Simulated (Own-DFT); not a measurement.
# Point defects and the pressure they add: C11b WSi2

The numbers are computed, not measured, by runs of the plane-wave DFT program Own-DFT (in-house, retired, unreviewed) at fixed positions, with no spin and no spin-orbit coupling.

All runs used: PBE; PseudoDojo norm-conserving scalar-relativistic files; cutoff 50 hartree; 5 x 5 x 5 k mesh centred on Gamma; cold (Marzari-Vanderbilt) smearing of 0.2 eV.

Limits: forces on such cells failed a check on a denser k mesh; stress not checked against mesh or cutoff.

All runs share one cell, with vectors in Å (-2.148, -5.953, 3.409); (-6.444, 2.976, 1.136); (-2.553, -2.948, -6.757) and a volume of 403.2 Å³. Atoms were moved at random from their sites; u is the rms move along one axis. The defect's site can differ from row to row.

```
cell,formula,u (Å),P (GPa)
no defect,Si20W10,0.0215,4.63
no defect,Si20W10,0.0218,4.63
no defect,Si20W10,0.0539,6.61
one Si on a W site,Si21W9,0.0252,6.00
one Si on a W site,Si21W9,0.0291,5.97
one Si on a W site,Si21W9,0.0449,6.68
one W on a Si site,Si19W11,0.0287,9.68
one W on a Si site,Si19W11,0.0315,9.69
one W on a Si site,Si19W11,0.0500,11.64
one W on a Si site,Si19W11,0.0563,?
one Si vacancy,Si19W10,0.0302,3.23
one Si vacancy,Si19W10,0.0338,3.53
one Si vacancy,Si19W10,0.0559,5.08
```

## Working it out

P = P0 + c u² + a shift for each defect gives P0 = 4.20 GPa, c = 852 ± 76 GPa/Å² and a scatter of 0.24 GPa. The shifts, and each times the cell's volume:

- one W on a Si site: 4.91 ± 0.19 GPa, 12.4 eV
- one Si on a W site: 1.02 ± 0.19 GPa, 2.6 eV
- one Si vacancy: -1.72 ± 0.20 GPa, -4.3 eV

A positive shift means that the defect pushes the cell outwards. Shift times volume (160.2 GPa Å³ is 1 eV) depends little on the cell's size, so, taken for each site, it can be compared between cells at like pressure. The atoms around the defects weren't relaxed, which would change these numbers.

## Withheld run

Asked: what pressure belongs in the blank (one W on a Si site, u = 0.0563 Å)?

The fitted form gives 11.81 ± 0.30 GPa. The calculation gave 11.49 GPa.
